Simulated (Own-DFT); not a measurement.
# Response to strain: wurtzite GaN, 72 atoms (Ga36N36)

These are calculations, not measurements. They come from Own-DFT, an in-house plane-wave density functional program, since retired, whose code no person has reviewed. Each row is one single-point run on a periodic cell that was not relaxed, without spin or spin-orbit coupling.

Settings of every run: PBE; PseudoDojo norm-conserving scalar-relativistic files; cutoff 42 hartree; 4 x 4 x 3 k mesh centred on Gamma; Fermi-Dirac smearing of 0.1 eV.

Known limits: forces not confirmed at this smearing and k mesh; stress not checked against mesh or cutoff.

Unstrained cell vectors in Å: (9.567, 0.000, 0.000); (-4.784, 8.285, 0.000); (0.000, 0.000, 10.370). The unstrained cell has measured lattice constants (interpolated for alloys), not those of this functional. That, the random moves and any unrelaxed bonds set the pressure at no strain. Each run strains this cell uniformly, with the atoms carried along. Every atom was also moved at random, by a Gaussian of width 0.05 Å on each axis. Strain is the symmetric tensor, in per cent. Stress is positive in tension, and the pressure is minus a third of its trace.

| run | e_xx (%) | e_yy (%) | e_zz (%) | e_yz (%) | e_xz (%) | e_xy (%) | s_xx (GPa) | s_yy (GPa) | s_zz (GPa) | s_yz (GPa) | s_xz (GPa) | s_xy (GPa) | P (GPa) | E (meV/atom) |
|---|---|---|---|---|---|---|---|---|---|---|---|---|---|---|
| 1 | 0.69 | -1.53 | 0.23 | 0.00 | -1.18 | 0.61 | -4.76 | -12.24 | -9.70 | -1.01 | -2.67 | 1.12 | 8.90 | 21.4 |
| 2 | -0.17 | 1.98 | 1.17 | -0.89 | 0.94 | 0.06 | -5.26 | 0.59 | -0.87 | -1.64 | 1.82 | 0.08 | 1.85 | 0.0 |
| 3 | -1.00 | -1.69 | -0.70 | 1.32 | -0.36 | 1.06 | -15.78 | -16.93 | -14.86 | 3.41 | -0.51 | 3.12 | 15.86 | 61.7 |
| 4 | 1.73 | -0.04 | -1.16 | -1.81 | 1.78 | 0.67 | -0.46 | -6.07 | -13.37 | -3.34 | 3.14 | 0.95 | 6.63 | 18.0 |
| 5 | 0.01 | 1.54 | 0.20 | -0.50 | 1.15 | -1.77 | -4.78 | -1.78 | -5.50 | -1.17 | 1.98 | -3.70 | 4.02 | 6.3 |
| 6 | -1.28 | 0.20 | 0.64 | -1.82 | 1.46 | -0.43 | -12.08 | -7.02 | -6.86 | -4.02 | 3.54 | -1.71 | 8.65 | 24.7 |
| 7 | -0.81 | -1.41 | -0.95 | 1.93 | -0.77 | 1.31 | -14.49 | -14.26 | -13.53 | 3.83 | -0.98 | 2.68 | 14.09 | 32.5 |
| 8 | 1.56 | -1.67 | -0.07 | -0.50 | -1.79 | -0.02 | -2.74 | -13.41 | -7.45 | -1.31 | -3.47 | 0.49 | 7.87 | 11.2 |
| 9 | -0.35 | 0.45 | 0.31 | 1.65 | -1.95 | -1.80 | -9.28 | -6.34 | -6.33 | 3.93 | -4.96 | -4.68 | 7.31 | 24.5 |
| 10 | -1.52 | -1.44 | 0.98 | 0.97 | -0.36 | 0.86 | -13.78 | -16.72 | -6.35 | 2.94 | -0.49 | 2.49 | 12.28 | 38.0 |
| 11 | 0.42 | -0.30 | -1.56 | 1.08 | 1.18 | 0.19 | -6.62 | -9.43 | -15.05 | 2.12 | 2.98 | 1.38 | 10.37 | 14.5 |
| 12 | -0.10 | -0.80 | -0.43 | -0.23 | 1.63 | -1.70 | -9.96 | -9.59 | -11.32 | -0.85 | 3.39 | -5.13 | 10.29 | 23.5 |
| 13 | 0.61 | 1.74 | -1.32 | -0.72 | -1.76 | 0.77 | -4.05 | 0.25 | -13.22 | -1.52 | -3.52 | 1.11 | 5.68 | 11.3 |
| 14 | 0.91 | -1.14 | 0.46 | -0.34 | 0.74 | -0.11 | -5.72 | -9.79 | -5.80 | -0.93 | 1.40 | -0.19 | 7.10 | 12.4 |
| 15 | -0.44 | 1.48 | -0.66 | 0.63 | 0.70 | -1.47 | -8.25 | -1.12 | -11.90 | 1.10 | 2.19 | -3.96 | 7.09 | 20.0 |
| 16 | -1.58 | 0.86 | -1.18 | 0.76 | 1.19 | -0.25 | ? | ? | ? | ? | ? | ? | ? | ? |

E is the free energy for each atom above the lowest run shown.

## Worked fit

Each stress component was fitted by least squares to a constant and the strains of the runs shown, as fractions, with shears doubled. Shear strains stay in the fit of a normal stress only where such slopes are resolved. The slopes, in GPa:

| stress | at no strain | per e_xx | per e_yy | per e_zz | scatter |
|---|---|---|---|---|---|
| s_xx | -7.5 | 451 ± 28 | 122 ± 19 | 100 ± 32 | 0.96 |
| s_yy | -7.5 | 131 ± 30 | 422 ± 21 | 28 ± 34 | 1.04 |
| s_zz | -8.4 | 96 ± 30 | 78 ± 20 | 490 ± 34 | 1.02 |

Each shear stress against twice its own strain: yz 110 ± 10, xz 105 ± 6, xy 128 ± 10 GPa. These are stiffnesses along x, y and z of the frame in which the cell vectors are given, which need not be the crystal's axes. The atoms are held to the strained lattice; where symmetry lets them move under strain, relaxing them would lower some slopes. The table should be nearly symmetric about its diagonal, and what it lacks of that shows the noise. A ninth of its sum, 213 ± 6 GPa, estimates the bulk modulus near the mean pressure of these runs, 8.5 GPa, so it lies above the value at zero pressure.

## Withheld run

Question: what normal stresses and pressure should run 16 give?

The fit gives s_xx = -14.8, s_yy = -6.3, s_zz = -15.0 and P = 12.0 GPa. The calculation gave -15.54, -5.74, -13.79 and P = 11.69 GPa.
